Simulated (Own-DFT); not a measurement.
# What a defect does to the pressure of its cell: 2H SiC

Everything here is calculated. The program is Own-DFT (plane waves, in-house, since retired, never reviewed by a person); positions were held fixed, and spin and spin-orbit coupling were off.

All runs used: PBE; PseudoDojo norm-conserving scalar-relativistic files; cutoff 42 hartree; 4 x 4 x 3 k mesh centred on Gamma; Fermi-Dirac smearing of 0.1 eV.

Caveats (not all hold for every row): a neutral cation vacancy leaves holes that likely carry spin, which these runs leave out; some atoms lie very close together; not probed for a lower state with spin; forces on such cells moved up to 12 meV/angstrom on a denser k mesh; forces on such cells passed a denser k mesh, each cell not checked; stress not checked against mesh or cutoff.

All runs share one cell, with vectors in Å (9.248, 0.000, 0.000); (-4.624, 8.009, 0.000); (0.000, 0.000, 10.068) and a volume of 745.7 Å³. u is the rms random offset of the atoms per axis. The defect's site can differ from row to row.

```
                    cell     formula   u (Å)  P (GPa)
               no defect     C36Si36  0.0273     3.69
               no defect     C36Si36  0.0557     5.83
               no defect     C36Si36  0.0596     6.62
          one Si vacancy     C36Si35  0.0517     4.10
          one Si vacancy     C36Si35  0.0546     5.35
          one Si vacancy     C36Si35  0.0559     4.86
      one C on a Si site     C37Si35  0.0291     1.96
      one C on a Si site     C37Si35  0.0319     2.13
      one C on a Si site     C37Si35  0.0497     3.27
two Al on a Si site each  Al2C36Si34  0.0306     6.04
two Al on a Si site each  Al2C36Si34  0.0311     5.96
two Al on a Si site each  Al2C36Si34  0.0536     7.44
      one Si on a C site     C35Si37  0.0301    10.50
      one Si on a C site     C35Si37  0.0333    10.40
      one Si on a C site     C35Si37  0.0477    11.91
      one Si on a C site     C35Si37  0.0483        ?
```

## Fit

P = P0 + c u² + a shift for each defect gives P0 = 3.09 GPa, c = 928 ± 93 GPa/Å² and a scatter of 0.29 GPa. The shifts, and each times the cell's volume:

- one Si on a C site: 6.52 ± 0.26 GPa, 30.3 eV
- two Al on a Si site each: 1.91 ± 0.25 GPa, 8.9 eV (4.5 eV for each of its 2 sites)
- one Si vacancy: -1.03 ± 0.24 GPa, -4.8 eV
- one C on a Si site: -1.98 ± 0.26 GPa, -9.2 eV

Against the defect-free cell, a freed cell would be larger where the shift is positive and smaller where it is negative (160.2 GPa Å³ is 1 eV). The atoms around the defects weren't relaxed, which would change these numbers.

## Test on the hidden row

The question: what pressure belongs in the blank (one Si on a C site, u = 0.0483 Å)?

The fitted form gives 11.77 ± 0.35 GPa. Computed: 12.14 GPa.
